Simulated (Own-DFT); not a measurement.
SiC (4H silicon carbide, atoms displaced) (calculated)

All values are calculated (Own-DFT development build). A calculation, not a measurement: plane-wave PBE density functional theory by an unreviewed code, no spin, of a simulated periodic cell, stress positive in tension, free energy of the whole cell less one offset for each atom, forces on such cells passed a denser k mesh, this cell's mesh not checked; offsets are fitted by least squares, one for each functional and potential file, so energies compare only between cells with the same atoms and settings and are not formation energies; the far tail of each file's local potential was reset to the Coulomb form; each entry is a single point on an unrelaxed cell, so the pressure reflects the starting lattice, mostly measured values (interpolated for alloys), from which strain is counted, and rises with the displacements; printed positions are rounded, which can move forces by about a meV/angstrom; the program, named Own-DFT, is a retired in-house code; no spin-orbit coupling.

Common to all runs: functional PBE; potential files PseudoDojo norm-conserving, scalar-relativistic, standard set; wave cutoff 42 hartree; occupations Fermi-Dirac; smearing width 0.1 eV; hardware one NVIDIA H100; k mesh 4 x 4 x 3 centred on Gamma.

(1) SiC (4H silicon carbide, atoms displaced)

```
CELL_PARAMETERS angstrom
9.24810 0.00000 0.00000
-4.62410 8.00910 0.00000
0.00000 0.00000 10.06810
ATOMIC_POSITIONS crystal
Si 0.99936 0.98895 0.40886
Si 0.11024 0.22081 0.14339
C 0.99654 0.99378 0.10196
C 0.11320 0.22552 0.34863
Si 0.99480 0.34235 0.40419
Si 0.11342 0.54456 0.15513
C 0.99451 0.32491 0.09518
C 0.12226 0.55183 0.33493
Si 0.98870 0.66930 0.40078
Si 0.11254 0.89502 0.15270
C 0.00284 0.66426 0.09928
C 0.10598 0.88895 0.33834
Si 0.33657 0.98813 0.41168
Si 0.44962 0.23097 0.15721
C 0.33555 0.99769 0.08717
C 0.44865 0.22006 0.33790
Si 0.32882 0.34330 0.40788
Si 0.44547 0.55689 0.15647
C 0.33588 0.33503 0.08805
C 0.44302 0.55936 0.34782
Si 0.34051 0.66514 0.40288
Si 0.44669 0.88381 0.15118
C 0.32938 0.65205 0.09284
C 0.44019 0.88609 0.33226
Si 0.67834 0.00209 0.39996
Si 0.78902 0.22960 0.15910
C 0.66094 0.99640 0.08587
C 0.77228 0.21458 0.34421
Si 0.66541 0.33680 0.40841
Si 0.77344 0.55127 0.15962
C 0.65592 0.32755 0.09602
C 0.77417 0.56730 0.33755
Si 0.66575 0.66836 0.40281
Si 0.77769 0.89233 0.15199
C 0.67067 0.65434 0.09984
C 0.77790 0.89167 0.34604
Si 0.01314 0.01015 0.90703
Si 0.88774 0.77855 0.65449
C 0.99795 0.99840 0.59498
C 0.88096 0.77583 0.84499
Si 0.00498 0.68090 0.90373
Si 0.88755 0.44458 0.66402
C 0.98743 0.65363 0.59050
C 0.89546 0.45536 0.84466
Si 0.99234 0.34045 0.91060
Si 0.89945 0.11481 0.66390
C 0.00601 0.33954 0.59385
C 0.89173 0.11876 0.84701
Si 0.66308 0.01011 0.90666
Si 0.56353 0.76945 0.64664
C 0.67768 0.00056 0.59990
C 0.55018 0.77379 0.84671
Si 0.66453 0.68259 0.90974
Si 0.56079 0.44177 0.65909
C 0.65714 0.65889 0.59350
C 0.54390 0.44298 0.84208
Si 0.67351 0.34013 0.90822
Si 0.55780 0.11944 0.65005
C 0.66774 0.33637 0.59730
C 0.55306 0.11624 0.84089
Si 0.33260 0.01506 0.91184
Si 0.22317 0.77602 0.66363
C 0.34317 0.00588 0.59037
C 0.23034 0.77573 0.83227
Si 0.33147 0.67552 0.91374
Si 0.23083 0.45066 0.65640
C 0.34114 0.66958 0.60651
C 0.23043 0.45939 0.83750
Si 0.32385 0.31554 0.90981
Si 0.21786 0.11323 0.65791
C 0.32679 0.32808 0.58927
C 0.22862 0.11743 0.85006
```

* free energy of cell above offsets: -4.037 eV
* pressure: 5.88 GPa
* stress xx: -5.94 GPa
* stress yy: -4.02 GPa
* stress zz: -7.67 GPa
* stress yz: 0.44 GPa
* stress xz: 0.14 GPa
* stress xy: 1.09 GPa
* wall time: 354 s

Force:
```
element  x (eV/Å)  y (eV/Å)  z (eV/Å)
     Si    -1.088     3.098    -0.631
     Si     0.903    -0.158     3.479
      C    -0.139     1.534    -2.664
      C    -1.198    -0.878    -1.426
     Si     2.199    -1.738     0.911
     Si    -1.253     1.381    -0.182
      C     0.633     1.329    -1.103
      C     -2.37     0.895      1.73
     Si     2.551    -0.391     0.144
     Si     1.612    -1.778     0.814
      C    -0.114     0.099    -1.232
      C     1.898     -0.33     1.249
     Si    -1.848     1.832    -2.449
     Si    -1.017    -2.348     0.062
      C    -0.719     0.469     1.944
      C    -1.193     0.284     2.069
     Si     1.554    -2.331    -0.713
     Si     1.073    -0.926     0.002
      C    -0.477     -0.51     1.561
      C     1.822    -0.518    -1.548
     Si     -2.39     1.289     1.663
     Si    -1.422    -0.114    -0.278
      C    -0.453     2.121     0.274
      C     1.816    -0.251     2.027
     Si    -2.458     -0.56     2.358
     Si    -3.253    -2.196    -0.023
      C     1.132     1.014     1.823
      C    -0.054     2.675    -0.175
     Si    -0.052    -0.338    -0.765
     Si     2.014    -0.351    -1.395
      C      3.27      1.55    -0.634
      C     1.216    -2.333     1.723
     Si    -0.924     0.347     0.834
     Si     -0.15    -1.605      0.88
      C    -3.091     2.895    -1.429
      C     1.267    -0.919    -1.237
     Si    -2.802    -1.849     0.538
     Si    -0.261    -1.057     0.408
      C     0.855    -0.403     0.458
      C      0.91     1.865    -0.334
     Si     0.756    -1.301      0.91
     Si     1.007    -0.708    -1.599
      C      0.67     2.511     0.104
      C    -1.198    -0.152     1.123
     Si     2.704     0.191    -1.692
     Si    -1.544     0.726    -1.538
      C    -0.624    -0.261     0.306
      C     0.391    -0.204     0.816
     Si     1.014    -1.732    -2.012
     Si    -3.131     2.675      3.17
      C    -1.036     0.164     -1.49
      C     -0.62     2.509    -0.493
     Si     1.143    -3.272     0.326
     Si    -2.484    -0.154      0.07
      C     3.324     -0.32    -1.482
      C     1.806     0.463     1.126
     Si    -1.854     0.107    -0.602
     Si     1.777    -1.711     1.395
      C     0.796      0.14     -1.13
      C    -0.033     0.719     0.298
     Si     3.271    -2.395    -1.992
     Si     0.208     0.175    -4.525
      C    -1.779    -1.347     1.457
      C     -2.98     2.075     5.204
     Si     2.046    -1.786    -2.307
     Si    -0.869    -0.761    -0.079
      C    -0.712     0.369    -3.441
      C    -0.612    -2.533     2.773
     Si    -0.516     7.015    -1.081
     Si     1.473    -0.193    -1.119
      C     1.064     0.979     1.362
      C    -1.454    -2.784    -2.591
```

(2) SiC (4H silicon carbide, atoms displaced)

```
CELL_PARAMETERS angstrom
9.24810 0.00000 0.00000
-4.62410 8.00910 0.00000
0.00000 0.00000 10.06810
ATOMIC_POSITIONS crystal
Si 0.00337 0.00554 0.41670
Si 0.11230 0.22121 0.14625
C 0.00048 0.99865 0.08505
C 0.11342 0.22950 0.33332
Si 0.99736 0.33332 0.40550
Si 0.11152 0.55477 0.16535
C 0.99803 0.33262 0.10221
C 0.11658 0.55278 0.34463
Si 0.00679 0.67447 0.40305
Si 0.11267 0.90074 0.15443
C 0.01961 0.68646 0.09066
C 0.09629 0.88116 0.34492
Si 0.33045 0.99384 0.40687
Si 0.44149 0.22385 0.15620
C 0.33494 0.99507 0.09152
C 0.45526 0.22617 0.33886
Si 0.33213 0.32738 0.39893
Si 0.44811 0.56059 0.15772
C 0.35714 0.33436 0.09344
C 0.44930 0.55198 0.34371
Si 0.34001 0.67763 0.41013
Si 0.44460 0.88246 0.16432
C 0.34246 0.66728 0.09168
C 0.44506 0.88874 0.35296
Si 0.66735 0.98473 0.41135
Si 0.76545 0.21042 0.14332
C 0.66093 0.99282 0.08968
C 0.78626 0.23315 0.36234
Si 0.67993 0.34317 0.40362
Si 0.79029 0.55381 0.15113
C 0.66214 0.33240 0.09094
C 0.78747 0.56519 0.33966
Si 0.66732 0.66780 0.40520
Si 0.78877 0.88765 0.15758
C 0.66150 0.65505 0.09291
C 0.77902 0.88585 0.34122
Si 0.00356 0.00090 0.89417
Si 0.88767 0.77119 0.64900
C 0.99689 0.01142 0.59601
C 0.89747 0.78287 0.85017
Si 0.00173 0.66240 0.90559
Si 0.88325 0.43554 0.65565
C 0.99540 0.66402 0.59243
C 0.89542 0.44648 0.84019
Si 0.01148 0.33930 0.91599
Si 0.88614 0.10434 0.65483
C 0.00227 0.32784 0.59637
C 0.88642 0.10542 0.83677
Si 0.66138 0.99080 0.90608
Si 0.55340 0.77526 0.64664
C 0.65349 0.99702 0.58598
C 0.56347 0.77684 0.84639
Si 0.66826 0.67868 0.90250
Si 0.55344 0.45061 0.65608
C 0.66931 0.68115 0.60152
C 0.54458 0.43044 0.84788
Si 0.66358 0.32560 0.90798
Si 0.55532 0.11066 0.65901
C 0.66226 0.32367 0.58829
C 0.55266 0.10558 0.84047
Si 0.35105 0.01281 0.91106
Si 0.21249 0.75929 0.65433
C 0.34666 0.00955 0.59153
C 0.21996 0.77670 0.84849
Si 0.33611 0.66923 0.90545
Si 0.21327 0.44262 0.65936
C 0.33355 0.65500 0.59351
C 0.22508 0.44176 0.83785
Si 0.33185 0.33065 0.91139
Si 0.22726 0.11302 0.65230
C 0.33619 0.33222 0.59185
C 0.23208 0.11695 0.84875
```

- free energy of cell above offsets: -4.845 eV
- pressure: 5.41 GPa
- stress xx: -6.04 GPa
- stress yy: -4.07 GPa
- stress zz: -6.13 GPa
- stress yz: 0.32 GPa
- stress xz: -0.13 GPa
- stress xy: 0.78 GPa
- wall time: 364 s

Force:
```
element  x (eV/Å)  y (eV/Å)  z (eV/Å)
     Si     -0.56     0.364     -2.74
     Si     0.965     0.117     1.234
      C    -0.325     1.174     0.138
      C       0.3    -1.516     1.354
     Si      2.23     0.468     0.751
     Si     0.514     1.127    -2.064
      C    -0.031     0.152    -1.563
      C     -0.71     1.599     1.363
     Si     0.008    -2.719     0.476
     Si     1.227    -0.767     0.022
      C    -0.592    -3.224     0.816
      C     1.753     3.241    -0.302
     Si    -0.379     1.985    -0.149
     Si     3.604     -2.19     0.977
      C     0.114     1.105     1.853
      C    -0.803    -1.015     0.802
     Si     0.314     0.747     0.949
     Si     1.208    -1.243    -0.012
      C    -6.401     1.626    -0.812
      C    -1.192     1.039     0.424
     Si     0.652    -3.541    -0.655
     Si    -0.531     0.478    -1.095
      C    -1.536    -0.748     0.791
      C     0.437     0.357    -1.671
     Si    -1.294     3.307    -1.767
     Si     0.645     1.522     2.784
      C     0.903    -0.333     1.104
      C    -0.579    -3.519    -3.644
     Si    -1.606    -0.597     0.267
     Si    -1.463     1.056    -0.017
      C      1.59    -0.454     0.285
      C    -0.063     -0.88     0.637
     Si     0.654      -0.6    -0.083
     Si    -1.687     -1.01    -1.277
      C     1.381     2.239    -0.187
      C     0.443     0.635     1.046
     Si     0.395     0.428     1.199
     Si    -0.361     2.102     2.468
      C     3.395    -2.667    -0.276
      C    -0.565    -1.696    -2.171
     Si    -0.399     1.144     0.212
     Si     0.101     0.072    -0.504
      C     0.738    -0.781    -0.846
      C    -0.603    -1.159     1.411
     Si    -1.245     -0.93    -2.196
     Si    -2.734     1.572     0.348
      C    -1.439     0.226    -0.844
      C    -0.382     0.871      2.03
     Si     0.734     1.218    -0.779
     Si    -1.376     1.525     2.794
      C     2.183    -0.494     2.633
      C    -3.454      0.55     -2.22
     Si     3.249    -3.451     1.649
     Si      0.96    -1.433     0.637
      C     1.876     -2.68      -2.5
      C     1.304     2.582    -1.306
     Si     0.053     1.475    -1.256
     Si     0.083     0.238    -1.328
      C    -0.413     2.409      1.29
      C       2.1     0.774     0.712
     Si    -2.862     -2.79    -0.885
     Si     0.625       2.8     1.143
      C    -2.329    -2.809     0.106
      C     1.276     0.645    -1.312
     Si     0.203    -0.447    -0.238
     Si     2.436    -1.381    -1.356
      C    -1.359      1.08     0.036
      C    -0.217     0.713     2.884
     Si     0.478     0.652    -0.986
     Si     0.155     0.405     1.231
      C    -1.225     0.469    -0.657
      C     -0.57    -1.211     -1.16
```

(3) SiC (4H silicon carbide, atoms displaced)

```
CELL_PARAMETERS angstrom
9.24810 0.00000 0.00000
-4.62410 8.00910 0.00000
0.00000 0.00000 10.06810
ATOMIC_POSITIONS crystal
Si 0.00008 0.99448 0.40252
Si 0.09546 0.22185 0.15893
C 0.00530 0.00300 0.09315
C 0.09452 0.21853 0.34249
Si 0.00278 0.34340 0.39723
Si 0.11377 0.55451 0.15979
C 0.98752 0.31962 0.08131
C 0.10716 0.55180 0.34445
Si 0.99983 0.67827 0.40496
Si 0.09920 0.88275 0.14711
C 0.99998 0.65523 0.09849
C 0.10742 0.88439 0.34325
Si 0.33235 0.00891 0.40567
Si 0.43805 0.22051 0.15872
C 0.32820 0.99332 0.09690
C 0.45838 0.23422 0.33638
Si 0.33129 0.33659 0.40651
Si 0.44614 0.55496 0.15007
C 0.33496 0.33506 0.09778
C 0.43439 0.53583 0.34668
Si 0.32614 0.67273 0.40389
Si 0.44420 0.89547 0.16197
C 0.32496 0.64954 0.09181
C 0.44355 0.89241 0.34053
Si 0.67387 0.01212 0.41515
Si 0.77564 0.22111 0.15554
C 0.66462 0.99255 0.09470
C 0.76747 0.23001 0.34201
Si 0.68350 0.34156 0.40299
Si 0.77816 0.55991 0.14741
C 0.66941 0.33478 0.09575
C 0.76538 0.55117 0.33643
Si 0.66683 0.66317 0.41135
Si 0.77264 0.87741 0.15913
C 0.66400 0.65879 0.09375
C 0.79231 0.90403 0.34711
Si 0.98893 0.98944 0.90618
Si 0.89206 0.77836 0.65438
C 0.98258 0.00197 0.59820
C 0.88867 0.78858 0.83864
Si 0.01017 0.66489 0.89925
Si 0.89065 0.44662 0.65047
C 0.00060 0.67285 0.59807
C 0.89163 0.43883 0.83746
Si 0.00227 0.34126 0.91205
Si 0.88091 0.11226 0.66093
C 0.00299 0.32971 0.60217
C 0.88334 0.09766 0.85281
Si 0.67725 0.00944 0.90047
Si 0.54922 0.77286 0.66458
C 0.66427 0.00380 0.59323
C 0.54640 0.77659 0.84427
Si 0.66591 0.65836 0.89747
Si 0.55962 0.45673 0.65333
C 0.66796 0.66332 0.58956
C 0.55974 0.45176 0.83441
Si 0.65465 0.32884 0.89774
Si 0.55703 0.10253 0.66299
C 0.67504 0.33637 0.58864
C 0.55964 0.10408 0.83474
Si 0.33700 0.00368 0.91393
Si 0.23369 0.79023 0.65360
C 0.33086 0.00705 0.59621
C 0.22221 0.77459 0.84185
Si 0.33795 0.66482 0.90837
Si 0.23426 0.45822 0.65905
C 0.32553 0.67177 0.59919
C 0.21089 0.43216 0.84448
Si 0.33831 0.32212 0.90915
Si 0.21913 0.10830 0.66426
C 0.33481 0.33856 0.59142
C 0.20458 0.09510 0.84084
```

- free energy of cell above offsets: -3.659 eV
- pressure: 6.12 GPa
- stress xx: -5.41 GPa
- stress yy: -5.27 GPa
- stress zz: -7.68 GPa
- stress yz: 1.02 GPa
- stress xz: 0.77 GPa
- stress xy: 1.35 GPa
- wall time: 345.4 s

Force:
```
element  x (eV/Å)  y (eV/Å)  z (eV/Å)
     Si    -0.262     2.021     2.021
     Si     2.518    -0.298    -0.929
      C    -1.631     -1.11    -0.254
      C     2.111      0.34     0.057
     Si    -0.736    -3.018     3.244
     Si    -0.263    -1.368    -0.879
      C    -0.033     1.845     4.647
      C    -0.689     2.592    -0.309
     Si    -0.223     -3.08     0.619
     Si     1.755    -0.089     1.567
      C    -0.916     1.663    -1.945
      C     0.482     2.147    -1.048
     Si      0.83     0.362    -0.308
     Si     1.126     0.437    -0.738
      C    -0.463     1.011    -0.221
      C    -1.621    -1.533     2.655
     Si     0.255     -3.34     0.153
     Si    -0.211    -0.997      2.09
      C    -0.724    -1.267    -1.158
      C     -0.72      6.09    -1.446
     Si     2.143    -1.062     0.557
     Si     1.151     -1.66    -1.796
      C     0.066     2.607      0.67
      C      0.24     0.253     2.298
     Si    -0.222    -0.938    -2.541
     Si    -0.598    -0.819    -0.462
      C     -0.62     0.582    -0.299
      C     4.951    -1.834    -0.973
     Si    -4.694     0.648     1.331
     Si     0.863    -1.957     1.524
      C    -1.378    -0.791    -2.013
      C     2.043     2.129     0.577
     Si    -1.329     0.408    -2.211
     Si    -0.005     1.775    -0.267
      C    -0.413     1.254    -1.698
      C     -2.88    -3.094     -0.58
     Si     0.518     1.923     1.149
     Si    -1.419     1.111     0.012
      C      3.34    -0.642    -1.329
      C     1.048    -4.065     0.566
     Si    -2.166    -0.688     0.764
     Si     1.067    -0.303     0.622
      C     1.318     -0.12    -1.492
      C    -1.894     0.835     0.772
     Si     0.002    -2.148    -3.654
     Si     0.857     0.411     0.496
      C    -0.562     1.674    -2.097
      C     0.389      3.05    -1.975
     Si    -1.517    -2.819     2.532
     Si     0.404     0.801    -2.424
      C     0.577    -1.624      1.27
      C     2.432     0.334     0.588
     Si    -0.749      2.91     1.574
     Si     0.902    -3.227    -1.604
      C    -0.789      1.94     1.655
      C     -0.43    -2.516      1.04
     Si     2.885     0.713     1.023
     Si    -2.011     2.381    -3.883
      C    -1.338    -0.459     0.937
      C    -1.973     1.112     3.658
     Si    -0.311     -1.72     -1.88
     Si    -2.484    -0.832     1.214
      C     1.186     0.032    -0.751
      C     1.302     1.381     0.553
     Si    -2.052    -1.405     -0.36
     Si    -1.566    -2.981     0.036
      C     2.195      0.26    -1.898
      C     2.634     1.748     0.469
     Si    -2.774     0.682    -0.575
     Si    -1.714     1.039    -2.428
      C     0.311     -0.39     1.098
      C      2.48     1.694     2.385
```
